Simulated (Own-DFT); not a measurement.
# Strain and stress in wurtzite AlN, 128 atoms (Al64N64)

Calculated, not measured: single-point runs of Own-DFT, a retired in-house plane-wave DFT program that no person has reviewed, on unrelaxed cells, without spin or spin-orbit coupling.

Method: PBE; PseudoDojo norm-conserving scalar-relativistic files; cutoff 42 hartree; 3 x 3 x 3 k mesh centred on Gamma; Gaussian smearing of 0.01 eV.

Caveats: k mesh not checked against a denser one; stress not checked against mesh or cutoff.

Unstrained cell vectors in Å: (12.448, 0.000, 0.000); (-6.224, 10.780, 0.000); (0.000, 0.000, 9.964). The unstrained cell has measured lattice constants (interpolated for alloys), not those of this functional. That, the random moves and any unrelaxed bonds set the pressure at no strain. In each run the cell takes a homogeneous strain; fractional positions stay. Each atom got a random Gaussian move of width 0.05 Å along each axis. Stress is counted positive in tension, P = -(s_xx + s_yy + s_zz)/3, and strain components are those of the symmetric tensor.

| run | e_xx (%) | e_yy (%) | e_zz (%) | e_yz (%) | e_xz (%) | e_xy (%) | s_xx (GPa) | s_yy (GPa) | s_zz (GPa) | s_yz (GPa) | s_xz (GPa) | s_xy (GPa) | P (GPa) | E (meV/atom) |
|---|---|---|---|---|---|---|---|---|---|---|---|---|---|---|
| 1 | 0.06 | 0.02 | -0.63 | -0.26 | -0.99 | 0.57 | -5.87 | -6.11 | -7.86 | -0.77 | -2.11 | 1.97 | 6.62 | 0.3 |
| 2 | -0.26 | -0.66 | 0.47 | 1.99 | 1.00 | 0.49 | -7.21 | -8.66 | -4.46 | 5.30 | 2.49 | 1.12 | 6.78 | 10.6 |
| 3 | 1.93 | -1.62 | -1.44 | 1.36 | -1.60 | 0.68 | 1.13 | -13.54 | -13.44 | 3.39 | -4.46 | 2.37 | 8.61 | 25.3 |
| 4 | -0.28 | -1.94 | -1.33 | 0.04 | -0.89 | -0.10 | -11.04 | -17.99 | -12.64 | -0.18 | -2.56 | -0.54 | 13.89 | 25.8 |
| 5 | 0.42 | -0.63 | 0.35 | -1.19 | 0.70 | 1.24 | -4.89 | -7.64 | -4.81 | -2.99 | 1.47 | 5.91 | 5.78 | 9.8 |
| 6 | -1.52 | 0.77 | 0.98 | 1.26 | 0.90 | -0.19 | -10.79 | -3.22 | -1.75 | 2.82 | 1.76 | -1.34 | 5.25 | 0.0 |
| 7 | 0.48 | 0.43 | -1.79 | 1.49 | -0.82 | 1.95 | -5.17 | -3.62 | -14.25 | 3.81 | -2.47 | 7.05 | 7.68 | 13.3 |
| 8 | 1.98 | -0.31 | -0.51 | 1.79 | 1.05 | -1.29 | 2.04 | -4.26 | -6.91 | 3.50 | 2.17 | -3.80 | 3.05 | 0.4 |
| 9 | 0.84 | -1.45 | 1.60 | 1.80 | 0.46 | 0.64 | -2.65 | -12.24 | 1.66 | 4.70 | 1.34 | 1.51 | 4.41 | 17.7 |
| 10 | 0.06 | -0.85 | 1.06 | -0.38 | 0.36 | -1.71 | -4.96 | -10.80 | -0.76 | -0.69 | 0.56 | -6.53 | 5.51 | 9.5 |
| 11 | -1.59 | 1.41 | 0.95 | -1.68 | 0.64 | -0.16 | -11.23 | -1.58 | -0.89 | -4.68 | 2.32 | 0.06 | 4.57 | 13.2 |
| 12 | -1.53 | -0.36 | 1.03 | 0.81 | 1.49 | -1.70 | -15.08 | -8.20 | -1.54 | 1.62 | 4.00 | -6.38 | 8.27 | 28.0 |
| 13 | 0.44 | -0.25 | 1.06 | -0.52 | -1.32 | 1.17 | -3.28 | -6.02 | -0.56 | -1.34 | -3.89 | 3.18 | 3.29 | 8.0 |
| 14 | -1.92 | 0.59 | -1.06 | 0.82 | 0.61 | -0.66 | -16.47 | -6.38 | -10.51 | 2.02 | 1.76 | -2.52 | 11.12 | 16.6 |
| 15 | 1.31 | -1.62 | 0.36 | 0.70 | 0.06 | 0.45 | -1.66 | -12.04 | -4.77 | 1.95 | -0.28 | 2.21 | 6.16 | 17.6 |
| 16 | -1.01 | -0.91 | -0.47 | -0.30 | -0.86 | 1.30 | ? | ? | ? | ? | ? | ? | ? | ? |

The last column gives the free energy per atom over the lowest of the runs shown.

## Analysis

Regress every stress component on the fractional strains (shears doubled) of the visible runs, with a constant. Shear strains stay in the fit of a normal stress only where such slopes are resolved. The slopes, in GPa:

```
stress,at no strain,per e_xx,per e_yy,per e_zz,scatter
s_xx,-6.1,504 ± 25,128 ± 31,90 ± 22,0.88
s_yy,-5.9,149 ± 25,537 ± 31,59 ± 22,0.90
s_zz,-5.7,29 ± 16,53 ± 20,470 ± 14,0.58
```

The slope of each shear stress on twice its own strain, from a fit on all six strains: yz 128 ± 5, xz 129 ± 9, xy 187 ± 4 GPa. These are stiffnesses along x, y and z of the frame in which the cell vectors are given, with the crystal's c axis along z: C11, C12, C13 and C33. Hexagonal symmetry asks that xx and yy behave alike, which is a second check on the noise. No internal relaxation is included, and where it is allowed it would reduce some of the slopes. The table should be nearly symmetric about its diagonal, and what it lacks of that shows the noise. A ninth of the table's sum, 224 ± 7 GPa, estimates the bulk modulus near the mean pressure of these runs, 6.7 GPa, so it lies above the value at zero pressure.

## Test on the hidden row

Asked: what normal stresses and pressure should run 16 give?

The fit gives s_xx = -12.8, s_yy = -12.6, s_zz = -8.7 and P = 11.4 GPa. Computed: -12.59, -12.19, -9.65 and P = 11.47 GPa.
